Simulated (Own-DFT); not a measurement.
# Response to strain: beta-Si3N4, 112 atoms (N64Si48)

Calculated results; nothing here was measured. The program, named Own-DFT, is a retired in-house plane-wave density functional code that no person has reviewed. Each row is one single-point run on a periodic cell that was not relaxed, without spin or spin-orbit coupling.

Settings of every run: PBE; PseudoDojo norm-conserving scalar-relativistic files; cutoff 42 hartree; 2 x 2 x 4 k mesh centred on Gamma; Fermi-Dirac smearing of 0.1 eV.

Known limits: forces on such cells moved up to 12 meV/angstrom on a denser k mesh; stress not checked against mesh or cutoff.

Unstrained cell vectors in Å: (15.212, 0.000, 0.000); (-7.606, 13.174, 0.000); (0.000, 0.000, 5.818). The unstrained cell has measured lattice constants (interpolated for alloys), not those of this functional. That, the random moves and any unrelaxed bonds set the pressure at no strain. Each run strains this cell uniformly, with the atoms carried along. Every atom was also moved at random, by a Gaussian of width 0.05 Å on each axis. Strain is the symmetric tensor, in per cent. Stress is positive in tension, and the pressure is minus a third of its trace.

```
run,e_xx (%),e_yy (%),e_zz (%),e_yz (%),e_xz (%),e_xy (%),s_xx (GPa),s_yy (GPa),s_zz (GPa),s_yz (GPa),s_xz (GPa),s_xy (GPa),P (GPa),E (meV/atom)
1,1.51,-0.11,1.48,1.61,-1.18,-1.85,1.06,-5.49,0.69,4.45,-5.32,-6.78,1.25,25.8
2,-0.85,0.73,1.46,-1.12,1.02,-0.39,-8.57,-4.70,-1.72,-5.28,3.08,-4.11,5.00,24.5
3,-0.10,-0.44,-1.64,-0.06,1.13,-1.57,-8.62,-11.08,-22.92,-2.13,3.53,-5.55,14.21,25.7
4,1.58,1.81,-0.42,1.23,1.94,-1.71,1.25,3.45,-11.26,5.16,8.00,-5.62,2.18,33.6
5,-1.87,1.34,1.89,1.19,1.16,0.80,-11.77,-3.23,2.84,2.62,3.87,2.66,4.05,11.2
6,-0.47,0.08,1.42,-0.66,-0.52,1.42,-9.27,-7.24,0.27,-2.15,-1.17,6.87,5.41,4.3
7,0.28,-0.93,-1.65,0.75,-0.69,-0.55,-8.23,-12.28,-26.61,4.45,-3.58,-2.37,15.71,54.9
8,1.25,-0.89,-0.54,-1.18,-1.67,0.48,-4.33,-8.33,-14.39,-3.40,-6.50,2.36,9.02,22.8
9,0.01,-0.14,-0.61,-0.17,0.75,-0.98,-7.65,-7.35,-13.64,-0.18,2.40,-4.45,9.54,2.7
10,0.86,-0.02,1.54,1.80,1.86,-0.68,-4.35,-3.31,1.35,6.03,6.16,-2.42,2.11,4.2
11,0.03,0.40,1.89,1.54,0.25,-1.60,-4.34,-4.69,2.24,5.53,1.76,-6.43,2.26,16.7
12,1.25,-1.67,-0.44,-1.04,1.62,0.84,-3.72,-15.02,-12.57,-3.01,5.44,4.21,10.44,30.5
13,-0.54,0.29,-1.73,-1.93,0.40,-1.69,-11.09,-10.75,-22.08,-7.25,2.08,-7.50,14.64,54.3
14,1.33,-0.85,0.42,-0.76,-1.69,-0.84,-1.53,-7.83,-8.79,-2.67,-5.77,-3.93,6.05,19.9
15,-1.76,1.65,1.28,1.91,0.99,-0.28,-11.18,-1.79,-2.62,6.15,4.07,-0.15,5.20,24.3
16,0.30,0.66,1.70,1.07,1.15,-0.97,-0.37,-2.94,0.11,2.41,4.69,-1.78,1.07,0.0
17,0.61,-0.06,1.35,-0.96,-0.64,-1.15,?,?,?,?,?,?,?,?
```

E is the free energy for each atom above the lowest run shown.

## Worked fit

Each stress component was fitted by least squares to a constant and the strains of the runs shown, as fractions, with shears doubled. Shear strains stay in the fit of a normal stress only where such slopes are resolved. The slopes, in GPa:

| stress | at no strain | per e_xx | per e_yy | per e_zz | scatter |
|---|---|---|---|---|---|
| s_xx | -7.0 | 429 ± 36 | 129 ± 44 | 90 ± 28 | 1.30 |
| s_yy | -7.6 | 191 ± 33 | 463 ± 40 | 86 ± 25 | 1.19 |
| s_zz | -11.0 | 69 ± 43 | 69 ± 52 | 708 ± 33 | 1.56 |

Each shear stress against twice its own strain: yz 190 ± 13, xz 180 ± 9, xy 223 ± 18 GPa. These are stiffnesses along x, y and z of the frame in which the cell vectors are given, which need not be the crystal's axes. The atoms are held to the strained lattice; where symmetry lets them move under strain, relaxing them would lower some slopes. The table should be nearly symmetric about its diagonal, and what it lacks of that shows the noise. A ninth of its sum, 248 ± 10 GPa, estimates the bulk modulus near the mean pressure of these runs, 6.8 GPa, so it lies above the value at zero pressure.

## Withheld run

Question: what normal stresses and pressure should run 17 give?

The fit gives s_xx = -3.3, s_yy = -5.6, s_zz = -1.0 and P = 3.3 GPa. The calculation gave -0.47, -6.65, -2.44 and P = 3.19 GPa.
